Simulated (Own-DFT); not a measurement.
## Calculated data, Hf₃₆O₇₁ (tetragonal hafnia with one neutral oxygen vacancy, atoms displaced)

A calculation, not a measurement: plane-wave PBE and HSE06 DFT by an unreviewed code, no spin, of a simulated cell at Gamma alone, so results move with cell size and shape, stress positive in tension, energies less offsets, not probed for a lower state with spin; hafnium file: forces about 75 meV/angstrom off all-electron values; oxygen file: force components 24 meV/angstrom off all-electron in a glass; k mesh not checked against a denser one; forces and stress are PBE's, HSE06 gives the energy alone, and its difference from PBE has offsets of its own; offsets are fitted by least squares, one for each functional and potential file, so energies compare only between cells with the same atoms and settings and are not formation energies; the far tail of each file's local potential was reset to the Coulomb form; each entry is a single point on an unrelaxed cell, so the pressure reflects the starting lattice, taken from the Materials Project, from which strain is counted, and rises with the displacements; printed positions are rounded, which can move forces by about a meV/angstrom; the program is a retired in-house code; no spin-orbit coupling. Program: Own-DFT development build.

Common to all runs: first functional PBE; second functional HSE06; exact exchange share 0.25; screening 0.11 1/bohr; exchange divergence Gygi-Baldereschi; potential files PseudoDojo norm-conserving, scalar-relativistic, made for PBE, standard set; wave cutoff 48 hartree; occupations fixed; k mesh 1 x 1 x 1 centred on Gamma.

```json
{"entry": 1, "formula": "Hf36O71", "kind": "tetragonal hafnia with one neutral oxygen vacancy, atoms displaced", "structure": {"cell_angstrom": [[10.78, 0.0, 0.0], [0.0, 10.78, 0.0], [0.0, 0.0, 10.4493]], "atoms_fractional": [["Hf", 0.00221, 0.99506, 7e-05], ["Hf", 0.16529, 0.16544, 0.25147], ["O", 0.16577, 0.99345, 0.34742], ["O", 0.00391, 0.16288, 0.40313], ["O", 0.17019, 0.00144, 0.0965], ["Hf", 0.00631, 0.00279, 0.49773], ["Hf", 0.16535, 0.16945, 0.74686], ["O", 0.99827, 0.16606, 0.65286], ["O", 0.16794, 0.99818, 0.84476], ["O", 0.00609, 0.16884, 0.90627], ["O", 0.16611, 0.00481, 0.59904], ["Hf", 0.00235, 0.3342, 0.99847], ["Hf", 0.16371, 0.49973, 0.25296], ["O", 0.00206, 0.5046, 0.15165], ["O", 0.16726, 0.33251, 0.34519], ["O", 0.00077, 0.50583, 0.40585], ["O", 0.17106, 0.32571, 0.09292], ["Hf", 0.9971, 0.33343, 0.50002], ["Hf", 0.16747, 0.49614, 0.74643], ["O", 0.99811, 0.49813, 0.64994], ["O", 0.16583, 0.33363, 0.84563], ["O", 0.00595, 0.49891, 0.89876], ["O", 0.16276, 0.33779, 0.60158], ["Hf", 0.00122, 0.66482, 0.00118], ["Hf", 0.16773, 0.8325, 0.25001], ["O", 0.00154, 0.83281, 0.15024], ["O", 0.16995, 0.66712, 0.34804], ["O", 0.00089, 0.83397, 0.40007], ["O", 0.17125, 0.66162, 0.09364], ["Hf", 0.00525, 0.66531, 0.50257], ["Hf", 0.16394, 0.83376, 0.75227], ["O", 0.99853, 0.83617, 0.65645], ["O", 0.16873, 0.66894, 0.84967], ["O", 0.00433, 0.83407, 0.90345], ["O", 0.16531, 0.66773, 0.59253], ["Hf", 0.33731, 0.0017, 0.00184], ["Hf", 0.50105, 0.16608, 0.25085], ["O", 0.3321, 0.16488, 0.14963], ["O", 0.50349, 0.99315, 0.34633], ["O", 0.33622, 0.16143, 0.40217], ["O", 0.49713, 0.99379, 0.10225], ["Hf", 0.3287, 0.00129, 0.49697], ["Hf", 0.50401, 0.16482, 0.75721], ["O", 0.32979, 0.16692, 0.65594], ["O", 0.49803, 0.00443, 0.85026], ["O", 0.33394, 0.16767, 0.90473], ["O", 0.49751, 3e-05, 0.60091], ["Hf", 0.32992, 0.33142, 0.99845], ["Hf", 0.49745, 0.50268, 0.24972], ["O", 0.33783, 0.50021, 0.15711], ["O", 0.50135, 0.3345, 0.34773], ["O", 0.3388, 0.497, 0.39543], ["O", 0.49837, 0.33082, 0.10098], ["Hf", 0.3325, 0.33082, 0.50132], ["Hf", 0.49715, 0.49816, 0.74676], ["O", 0.33429, 0.49638, 0.65208], ["O", 0.4971, 0.3295, 0.84235], ["O", 0.33581, 0.49245, 0.90724], ["O", 0.5015, 0.33492, 0.60175], ["Hf", 0.33227, 0.66391, 0.00116], ["Hf", 0.50652, 0.83274, 0.25179], ["O", 0.33419, 0.82591, 0.15207], ["O", 0.50291, 0.66035, 0.34743], ["O", 0.33349, 0.83641, 0.40368], ["O", 0.50361, 0.66553, 0.09491], ["Hf", 0.33625, 0.66165, 0.5001], ["Hf", 0.49535, 0.83863, 0.75199], ["O", 0.33045, 0.83646, 0.65287], ["O", 0.49532, 0.66814, 0.85181], ["O", 0.33163, 0.83202, 0.89872], ["O", 0.50084, 0.67122, 0.59905], ["Hf", 0.66697, 0.99836, 0.00241], ["Hf", 0.83356, 0.16475, 0.24767], ["O", 0.66558, 0.16799, 0.15753], ["O", 0.83418, 0.00129, 0.34877], ["O", 0.67192, 0.16601, 0.40271], ["O", 0.83482, 0.0008, 0.09735], ["Hf", 0.66947, 0.00071, 0.49593], ["Hf", 0.82908, 0.16749, 0.74763], ["O", 0.6687, 0.1681, 0.65398], ["O", 0.83111, 1e-05, 0.84969], ["O", 0.66873, 0.16724, 0.90772], ["O", 0.83603, 0.99912, 0.59394], ["Hf", 0.6665, 0.33156, 0.9994], ["Hf", 0.83601, 0.49906, 0.24796], ["O", 0.66639, 0.5002, 0.1444], ["O", 0.83557, 0.33442, 0.34088], ["O", 0.66625, 0.50055, 0.40413], ["O", 0.83516, 0.33423, 0.10176], ["Hf", 0.66583, 0.33379, 0.50002], ["Hf", 0.83353, 0.49737, 0.74805], ["O", 0.67217, 0.4952, 0.6559], ["O", 0.83158, 0.34023, 0.84929], ["O", 0.66666, 0.50372, 0.90231], ["O", 0.83513, 0.33366, 0.59259], ["Hf", 0.66274, 0.66335, 0.00103], ["Hf", 0.83122, 0.83282, 0.25058], ["O", 0.66787, 0.82361, 0.15258], ["O", 0.83304, 0.66704, 0.34135], ["O", 0.66358, 0.83224, 0.40086], ["O", 0.83318, 0.6602, 0.09739], ["Hf", 0.66957, 0.66876, 0.5023], ["Hf", 0.83685, 0.83094, 0.74584], ["O", 0.67133, 0.8322, 0.65116], ["O", 0.83813, 0.66542, 0.85414], ["O", 0.66456, 0.83348, 0.90095], ["O", 0.83376, 0.66449, 0.5986]]}, "results": {"PBE_energy_of_cell_above_offsets [eV]": "-100.652", "HSE06_less_PBE_above_offsets [eV]": "-0.141", "PBE_pressure [GPa]": 1.15, "PBE_stress_xx [GPa]": -0.99, "PBE_stress_yy [GPa]": -0.65, "PBE_stress_zz [GPa]": -1.81, "PBE_stress_yz [GPa]": -0.19, "PBE_stress_xz [GPa]": -0.18, "PBE_stress_xy [GPa]": 0.01, "force_element": ["Hf", "Hf", "O", "O", "O", "Hf", "Hf", "O", "O", "O", "O", "Hf", "Hf", "O", "O", "O", "O", "Hf", "Hf", "O", "O", "O", "O", "Hf", "Hf", "O", "O", "O", "O", "Hf", "Hf", "O", "O", "O", "O", "Hf", "Hf", "O", "O", "O", "O", "Hf", "Hf", "O", "O", "O", "O", "Hf", "Hf", "O", "O", "O", "O", "Hf", "Hf", "O", "O", "O", "O", "Hf", "Hf", "O", "O", "O", "O", "Hf", "Hf", "O", "O", "O", "O", "Hf", "Hf", "O", "O", "O", "O", "Hf", "Hf", "O", "O", "O", "O", "Hf", "Hf", "O", "O", "O", "O", "Hf", "Hf", "O", "O", "O", "O", "Hf", "Hf", "O", "O", "O", "O", "Hf", "Hf", "O", "O", "O", "O"], "force_x [eV/angstrom]": [0.327, -0.194, 0.139, 0.106, -0.631, -0.962, -0.106, -0.223, -0.172, -0.437, 0.0, -0.224, 1.027, 0.339, -0.031, 0.212, -1.595, 0.244, -0.982, 0.6, 0.238, 0.109, 0.538, -0.569, 0.26, -0.214, -0.027, -0.061, -1.053, -1.245, 0.863, 0.732, 0.096, -0.157, 1.053, -0.859, -0.761, 0.481, 0.204, -0.113, 1.169, 0.892, -1.101, 0.87, 0.226, -0.035, 0.575, 1.413, 1.202, -1.65, 0.047, -0.629, 0.299, 0.671, 1.293, -0.361, 0.575, -0.141, -0.415, 1.009, -1.263, 0.07, -0.323, 0.128, -1.186, 0.049, 0.303, -0.035, 0.026, 0.404, -0.052, 0.213, 0.659, 0.204, -0.343, -0.396, -0.283, -0.408, 1.053, -0.405, 0.148, -0.146, -0.207, -0.168, -1.206, 0.171, 0.376, 0.416, 0.177, -0.404, 0.257, -1.394, 0.027, -0.428, -0.345, 1.015, 1.018, 0.318, -0.173, 0.407, 0.411, -0.2, -1.104, -0.682, 0.143, -0.172, 0.469], "force_y [eV/angstrom]": [0.637, -0.406, 1.358, 1.182, 0.146, -1.202, -1.002, 0.361, 0.818, -0.388, -0.025, -0.035, 0.632, -0.472, -0.087, -1.321, 0.156, 0.144, 0.681, 0.093, 0.101, 0.085, -0.229, 0.012, -0.413, -0.087, -0.465, -0.376, -0.072, 1.083, 0.02, -0.286, -0.993, -0.432, -0.374, -0.456, 0.429, -0.265, 1.509, 1.251, 0.161, -1.225, 0.17, 0.554, -0.656, -0.457, 0.136, -0.525, -0.943, 0.025, -0.84, -0.051, -0.305, -0.054, 0.475, 0.38, 0.824, 1.178, -0.003, 0.574, -0.906, 0.171, 1.552, -1.139, -0.074, 1.152, -0.877, -0.292, -0.468, 0.616, -0.572, -0.737, 0.338, -0.361, -0.389, 0.328, 0.342, -0.527, -0.519, -0.028, 0.284, -0.478, 0.322, 1.795, 0.69, -0.35, -0.571, -0.222, -0.622, 0.495, 1.519, 0.115, -1.705, -1.298, -0.274, 0.225, -0.259, 0.935, 0.033, 0.039, 0.361, -0.24, -0.052, 0.083, 0.164, 0.463, 0.212], "force_z [eV/angstrom]": [-0.146, -1.086, 0.157, -0.556, 0.259, 0.364, 0.957, -0.082, 0.133, 0.473, -0.394, 0.101, -0.616, 0.077, 0.476, -0.699, 0.924, -0.35, 1.094, 0.031, -0.028, 0.335, -0.839, -0.399, -0.442, 0.096, -0.115, 0.557, 0.808, -0.573, 0.374, -0.829, -0.787, -0.087, 0.8, -0.451, -0.116, 0.967, 0.301, -0.123, -0.194, 1.287, -1.483, -0.452, 0.68, -0.384, -0.462, 0.612, -0.557, -0.584, 0.424, 1.546, -0.797, -0.143, 1.279, -0.656, 0.709, -0.954, -0.839, -0.552, -0.374, 0.287, 0.505, 0.102, 0.758, -0.67, -0.184, -0.046, -1.103, 0.642, -0.053, -0.498, -0.014, -0.574, -0.42, 0.172, 0.269, 0.876, 0.834, -0.136, -0.547, -0.57, 0.14, 0.92, -0.758, 1.117, 0.934, 0.269, -0.874, -0.421, 0.975, -0.557, -0.157, -0.437, 0.38, -0.448, -0.101, -0.1, 0.75, -0.027, -0.04, -0.246, 1.268, -0.019, -1.165, 0.46, -0.165]}}
{"entry": 2, "formula": "Hf36O71", "kind": "tetragonal hafnia with one neutral oxygen vacancy, atoms displaced", "structure": {"cell_angstrom": [[10.78, 0.0, 0.0], [0.0, 10.78, 0.0], [0.0, 0.0, 10.4493]], "atoms_fractional": [["Hf", 0.99973, 0.99806, 0.00589], ["Hf", 0.16757, 0.16864, 0.25077], ["O", 0.00761, 0.17444, 0.15012], ["O", 0.16193, 0.99636, 0.34774], ["O", 0.99187, 0.15955, 0.40157], ["O", 0.17095, 0.99916, 0.0908], ["Hf", 0.99798, 0.00253, 0.49863], ["Hf", 0.16699, 0.15439, 0.75761], ["O", 0.00142, 0.16706, 0.65065], ["O", 0.16303, 0.99541, 0.85466], ["O", 0.00933, 0.17168, 0.90499], ["O", 0.17403, 0.00028, 0.59999], ["Hf", 0.99676, 0.32371, 0.99231], ["Hf", 0.16981, 0.5009, 0.25184], ["O", 0.98953, 0.50602, 0.14775], ["O", 0.16273, 0.33108, 0.34675], ["O", 0.99412, 0.5034, 0.40324], ["O", 0.17313, 0.33275, 0.09403], ["Hf", 0.99697, 0.33469, 0.49755], ["Hf", 0.17856, 0.49993, 0.75007], ["O", 0.00029, 0.4987, 0.65462], ["O", 0.17022, 0.32793, 0.85859], ["O", 0.00416, 0.49976, 0.90136], ["O", 0.16255, 0.33478, 0.59984], ["Hf", 0.99631, 0.6688, 0.99251], ["Hf", 0.16865, 0.83892, 0.2544], ["O", 0.00748, 0.8462, 0.14994], ["O", 0.17033, 0.66009, 0.35842], ["O", 0.00989, 0.83057, 0.40181], ["O", 0.16521, 0.67437, 0.10301], ["Hf", 0.99946, 0.66801, 0.50405], ["Hf", 0.17058, 0.82608, 0.74515], ["O", 0.00268, 0.82885, 0.64459], ["O", 0.15662, 0.66415, 0.85189], ["O", 0.00596, 0.83238, 0.90345], ["O", 0.17064, 0.66589, 0.60088], ["Hf", 0.33444, 0.00463, 0.99979], ["Hf", 0.49368, 0.16856, 0.25204], ["O", 0.34128, 0.16503, 0.15063], ["O", 0.4932, 0.99017, 0.34588], ["O", 0.32836, 0.16349, 0.40287], ["O", 0.49951, 0.99589, 0.09873], ["Hf", 0.33533, 0.00926, 0.50039], ["Hf", 0.50611, 0.16919, 0.74908], ["O", 0.33502, 0.17038, 0.64807], ["O", 0.4955, 0.99703, 0.85753], ["O", 0.33054, 0.16261, 0.90053], ["O", 0.50163, 0.99282, 0.59724], ["Hf", 0.33331, 0.33531, 0.99566], ["Hf", 0.49812, 0.50087, 0.24645], ["O", 0.3346, 0.49978, 0.15364], ["O", 0.50186, 0.32631, 0.34626], ["O", 0.32997, 0.50549, 0.41182], ["O", 0.49934, 0.32837, 0.08799], ["Hf", 0.3314, 0.32628, 0.49636], ["Hf", 0.49942, 0.49908, 0.74441], ["O", 0.33077, 0.5068, 0.65749], ["O", 0.49905, 0.33439, 0.84532], ["O", 0.33178, 0.50407, 0.90841], ["O", 0.4991, 0.32783, 0.59474], ["Hf", 0.33221, 0.66404, 0.99845], ["Hf", 0.49771, 0.83879, 0.2545], ["O", 0.33019, 0.83457, 0.15156], ["O", 0.50052, 0.66724, 0.34516], ["O", 0.32956, 0.84212, 0.39978], ["O", 0.49813, 0.66476, 0.09131], ["Hf", 0.3257, 0.67164, 0.48732], ["Hf", 0.5034, 0.8303, 0.74703], ["O", 0.32653, 0.8354, 0.6573], ["O", 0.49828, 0.66841, 0.85278], ["O", 0.32737, 0.84401, 0.8973], ["O", 0.49558, 0.66404, 0.59693], ["Hf", 0.66261, 0.00866, 0.9912], ["Hf", 0.83787, 0.16714, 0.24428], ["O", 0.67252, 0.16613, 0.1571], ["O", 0.83189, 0.00174, 0.34203], ["O", 0.66039, 0.16642, 0.39419], ["O", 0.83689, 0.99754, 0.09755], ["Hf", 0.66324, 0.0022, 0.50125], ["Hf", 0.84007, 0.16972, 0.74727], ["O", 0.66756, 0.16988, 0.65803], ["O", 0.81866, 0.00529, 0.8492], ["O", 0.82574, 0.00718, 0.60585], ["Hf", 0.65767, 0.32922, 0.00979], ["Hf", 0.83279, 0.49197, 0.23894], ["O", 0.66002, 0.50609, 0.15469], ["O", 0.83405, 0.33327, 0.34572], ["O", 0.66537, 0.51136, 0.40772], ["O", 0.82737, 0.33864, 0.09753], ["Hf", 0.67077, 0.33229, 0.49719], ["Hf", 0.83856, 0.50812, 0.74748], ["O", 0.65815, 0.50239, 0.65332], ["O", 0.82905, 0.33702, 0.84138], ["O", 0.66563, 0.49989, 0.90437], ["O", 0.82107, 0.33126, 0.59389], ["Hf", 0.6584, 0.6652, 0.00735], ["Hf", 0.82865, 0.83118, 0.24836], ["O", 0.66928, 0.82939, 0.14887], ["O", 0.83192, 0.65684, 0.34987], ["O", 0.65852, 0.83019, 0.40741], ["O", 0.83478, 0.67049, 0.09211], ["Hf", 0.66542, 0.66869, 0.49775], ["Hf", 0.83907, 0.83201, 0.74225], ["O", 0.66189, 0.83942, 0.65487], ["O", 0.8375, 0.67988, 0.84777], ["O", 0.66575, 0.82609, 0.89839], ["O", 0.82921, 0.66444, 0.59866]]}, "results": {"PBE_energy_of_cell_above_offsets [eV]": "-96.346", "HSE06_less_PBE_above_offsets [eV]": "0.097", "PBE_pressure [GPa]": 2.44, "PBE_stress_xx [GPa]": -2.97, "PBE_stress_yy [GPa]": -1.61, "PBE_stress_zz [GPa]": -2.75, "PBE_stress_yz [GPa]": -0.28, "PBE_stress_xz [GPa]": 1.33, "PBE_stress_xy [GPa]": 0.0, "force_element": ["Hf", "Hf", "O", "O", "O", "O", "Hf", "Hf", "O", "O", "O", "O", "Hf", "Hf", "O", "O", "O", "O", "Hf", "Hf", "O", "O", "O", "O", "Hf", "Hf", "O", "O", "O", "O", "Hf", "Hf", "O", "O", "O", "O", "Hf", "Hf", "O", "O", "O", "O", "Hf", "Hf", "O", "O", "O", "O", "Hf", "Hf", "O", "O", "O", "O", "Hf", "Hf", "O", "O", "O", "O", "Hf", "Hf", "O", "O", "O", "O", "Hf", "Hf", "O", "O", "O", "O", "Hf", "Hf", "O", "O", "O", "O", "Hf", "Hf", "O", "O", "O", "Hf", "Hf", "O", "O", "O", "O", "Hf", "Hf", "O", "O", "O", "O", "Hf", "Hf", "O", "O", "O", "O", "Hf", "Hf", "O", "O", "O", "O"], "force_x [eV/angstrom]": [1.017, 0.448, -0.951, -0.024, 0.54, -0.757, 0.392, 0.922, 0.248, -0.528, -0.926, -1.657, 0.746, -1.508, 2.506, 0.085, 0.699, -0.905, 0.122, -2.726, 0.176, 0.254, -0.938, 0.601, 0.8, -0.197, -1.44, -0.221, -0.849, 0.087, 0.097, -0.39, -0.568, 1.165, -0.886, -0.846, 0.562, 2.238, -1.932, 0.261, 0.189, 0.828, -0.107, -1.193, -0.185, 1.462, 0.036, -0.599, -1.132, 0.454, -0.24, -0.896, 0.277, -1.164, -0.086, 0.641, 1.346, 0.028, -0.243, -0.185, -0.687, -0.037, 0.951, -0.782, -0.052, -1.429, 1.193, -1.077, 2.089, -0.53, -0.023, -0.055, 0.066, -0.192, -1.457, -0.063, 0.261, -0.988, 0.541, -1.285, 0.053, 0.648, 1.338, 2.131, 0.005, 0.272, -0.13, -0.498, 0.544, -2.143, -1.314, 1.759, 0.601, 0.069, 3.014, 1.519, 0.967, -0.754, 0.122, 0.752, -0.559, -0.82, -1.615, 1.891, 0.536, -0.343, 0.562], "force_y [eV/angstrom]": [-1.477, -0.877, -0.105, 2.593, 1.601, 0.938, -1.26, 0.903, -0.226, 0.577, -2.671, 0.499, 3.878, 0.775, -0.574, 0.224, -1.226, 0.113, 0.611, -0.677, -0.031, 0.643, -0.699, 0.149, -0.781, -1.833, -0.225, 0.815, 0.305, -1.145, -0.353, 0.482, 0.463, 0.003, 1.612, -0.015, -1.642, -1.812, 0.307, 3.628, 1.022, 0.341, -2.42, -0.319, -0.263, 1.074, 1.151, 0.931, -0.921, 0.935, -0.13, 1.945, -2.657, 0.199, 1.362, 1.249, -0.83, -0.462, -1.093, 0.325, 2.944, -1.902, -0.165, -0.178, -0.762, -0.263, 0.88, -0.271, -0.183, -0.609, -2.171, 0.688, -1.544, -0.525, 0.132, -0.868, -0.465, 0.746, -0.432, -0.188, -0.252, 0.263, -0.444, 0.432, 1.759, -0.549, -0.463, -3.275, -0.642, 0.993, 0.079, -0.234, -0.812, -0.133, 0.113, 0.717, -0.824, 0.091, 2.02, 1.709, 0.137, -0.574, 0.896, -0.306, -2.161, 1.258, 0.409], "force_z [eV/angstrom]": [-0.533, -1.184, 0.054, 0.339, -0.232, 1.551, 0.424, -0.201, -0.039, -1.322, -1.614, -0.278, 1.289, -0.909, 0.562, 0.328, 0.163, 1.061, 0.467, 1.213, -0.565, -1.627, -0.075, -0.869, 1.035, -1.498, 0.736, -1.099, 0.332, -0.15, -0.731, 1.896, 0.216, -0.758, -0.683, 0.119, -0.199, -0.613, 0.403, 1.302, -1.543, 0.317, 1.369, 0.792, 0.205, -1.479, -0.363, -0.023, -0.691, 1.501, 0.154, -0.281, -1.353, 2.204, 1.866, 0.901, -0.701, -0.016, -0.969, -0.352, 0.322, -2.394, 0.558, -0.416, 0.261, 1.531, 2.088, 1.496, -1.285, -0.916, 0.601, -0.253, 0.188, 0.529, -1.158, 0.841, 1.433, -0.065, -0.215, 0.494, -0.171, -0.231, -1.44, -3.117, 1.272, -0.083, 0.212, -0.813, -0.143, -0.794, 1.238, -0.092, 0.223, 0.517, 0.504, -2.023, -0.619, 1.052, -0.677, -0.835, 0.694, 1.01, 1.292, -0.772, -0.678, 0.536, 0.443]}}
```
